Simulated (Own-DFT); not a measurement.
# Response to strain: 2H SiC, 32 atoms (C16Si16)

All numbers below are calculated, not measured. The program, named Own-DFT, is a retired in-house plane-wave density functional code that no person has reviewed. Each row is one single-point run on a periodic cell that was not relaxed, without spin or spin-orbit coupling.

Settings of every run: PBE; PseudoDojo norm-conserving scalar-relativistic files; cutoff 42 hartree; 5 x 5 x 3 k mesh centred on Gamma; Fermi-Dirac smearing of 0.1 eV.

Known limits: forces on such cells passed a denser k mesh, each cell not checked; stress not checked against mesh or cutoff.

Unstrained cell vectors in Å: (6.165, 0.000, 0.000); (-3.083, 5.339, 0.000); (0.000, 0.000, 10.068). The unstrained cell has measured lattice constants (interpolated for alloys), not those of this functional. That, the random moves and any unrelaxed bonds set the pressure at no strain. Each run strains this cell uniformly, with the atoms carried along. Every atom was also moved at random, by a Gaussian of width 0.05 Å on each axis. Strain is the symmetric tensor, in per cent. Stress is positive in tension, and the pressure is minus a third of its trace.

| run | e_xx (%) | e_yy (%) | e_zz (%) | e_yz (%) | e_xz (%) | e_xy (%) | s_xx (GPa) | s_yy (GPa) | s_zz (GPa) | s_yz (GPa) | s_xz (GPa) | s_xy (GPa) | P (GPa) | E (meV/atom) |
|---|---|---|---|---|---|---|---|---|---|---|---|---|---|---|
| 1 | 0.41 | -1.66 | -0.59 | 1.96 | -1.89 | -0.97 | -7.03 | -13.30 | -11.66 | 5.13 | -7.47 | -7.90 | 10.67 | 83.4 |
| 2 | 1.94 | -0.43 | 0.19 | -0.84 | 0.02 | -1.58 | 3.55 | -5.94 | -3.64 | -3.85 | 0.20 | -6.80 | 2.01 | 53.3 |
| 3 | 0.35 | 1.02 | 1.76 | 1.72 | -1.64 | 1.83 | -0.58 | 1.79 | 1.17 | 5.48 | -5.95 | 7.99 | -0.79 | 40.0 |
| 4 | 1.93 | -0.52 | -0.22 | -1.95 | -1.71 | 1.16 | 5.18 | -5.84 | -7.29 | -6.49 | -4.56 | 6.99 | 2.65 | 24.3 |
| 5 | 0.84 | -1.35 | 0.89 | -0.60 | -1.86 | -1.38 | -1.96 | -10.81 | -1.58 | -3.03 | -7.24 | -7.55 | 4.78 | 35.9 |
| 6 | -1.36 | -0.88 | 0.71 | 1.28 | 0.91 | -0.71 | -13.79 | -9.83 | -3.62 | 2.71 | 1.57 | -2.74 | 9.08 | 43.4 |
| 7 | -1.95 | 0.67 | -1.80 | 0.12 | -1.83 | 1.42 | -15.87 | -3.87 | -21.46 | 1.58 | -7.11 | 7.60 | 13.73 | 61.5 |
| 8 | -0.08 | -1.83 | -1.14 | 1.54 | -1.01 | 1.01 | -7.08 | -13.06 | -18.03 | 4.47 | -2.58 | 4.77 | 12.72 | 51.1 |
| 9 | 0.66 | 1.99 | 0.08 | -0.53 | -0.97 | 0.83 | 2.49 | 5.88 | -3.31 | -2.17 | -2.93 | 0.62 | -1.69 | 0.0 |
| 10 | -0.44 | -1.08 | -0.77 | -1.80 | -1.96 | 0.39 | -5.88 | -13.30 | -14.28 | -7.51 | -5.85 | -0.62 | 11.16 | 59.9 |
| 11 | -0.79 | -1.56 | -0.12 | 1.30 | -0.94 | -1.83 | -8.33 | -12.49 | -12.08 | 4.50 | -3.19 | -8.60 | 10.97 | 50.4 |
| 12 | -1.08 | -1.58 | 1.81 | -1.51 | -1.80 | 1.70 | -15.98 | -14.85 | 4.04 | -4.39 | -6.49 | 11.63 | 8.93 | 66.8 |
| 13 | 0.29 | 1.13 | 0.51 | 1.05 | 1.48 | 1.21 | -1.11 | -0.09 | -3.31 | 5.45 | 3.88 | 6.50 | 1.50 | 33.6 |
| 14 | 0.06 | -1.68 | 1.61 | 0.23 | -0.97 | 1.67 | -4.44 | -18.22 | 1.23 | 0.24 | -2.91 | 6.77 | 7.14 | 86.8 |
| 15 | 1.26 | 1.59 | -0.55 | -0.56 | -0.12 | 0.76 | 4.99 | 4.86 | -11.92 | -1.99 | 0.24 | 3.51 | 0.69 | 31.7 |
| 16 | 1.27 | -1.54 | -0.45 | 0.21 | -0.34 | 1.75 | 0.25 | -12.51 | -7.10 | -0.50 | 0.22 | 7.84 | 6.45 | 12.6 |
| 17 | -0.64 | -0.02 | -0.28 | 1.52 | -1.49 | -0.98 | -14.91 | -7.59 | -8.23 | 5.23 | -4.86 | -7.73 | 10.24 | 108.4 |
| 18 | 0.01 | 1.58 | -1.79 | 1.67 | -1.84 | 1.93 | ? | ? | ? | ? | ? | ? | ? | ? |

E is the free energy for each atom above the lowest run shown.

## Worked fit

Each stress component was fitted by least squares to a constant and the strains of the runs shown, as fractions, with shears doubled. Shear strains stay in the fit of a normal stress only where such slopes are resolved. The slopes, in GPa:

```
stress,at no strain,per e_xx,per e_yy,per e_zz,scatter
s_xx,-5.1,578 ± 58,130 ± 51,7 ± 63,2.56
s_yy,-5.3,99 ± 37,530 ± 33,-24 ± 41,1.65
s_zz,-7.8,109 ± 45,31 ± 39,652 ± 49,1.98
```

Each shear stress against twice its own strain: yz 165 ± 11, xz 165 ± 10, xy 255 ± 19 GPa. These are stiffnesses along x, y and z of the frame in which the cell vectors are given, which need not be the crystal's axes. The atoms are held to the strained lattice; where symmetry lets them move under strain, relaxing them would lower some slopes. The table should be nearly symmetric about its diagonal, and what it lacks of that shows the noise. A ninth of its sum, 235 ± 11 GPa, estimates the bulk modulus near the mean pressure of these runs, 6.5 GPa, so it lies above the value at zero pressure.

## Withheld run

Question: what normal stresses and pressure should run 18 give?

The fit gives s_xx = -3.1, s_yy = 3.5, s_zz = -18.9 and P = 6.2 GPa. The calculation gave -4.88, 1.89, -16.94 and P = 6.64 GPa.
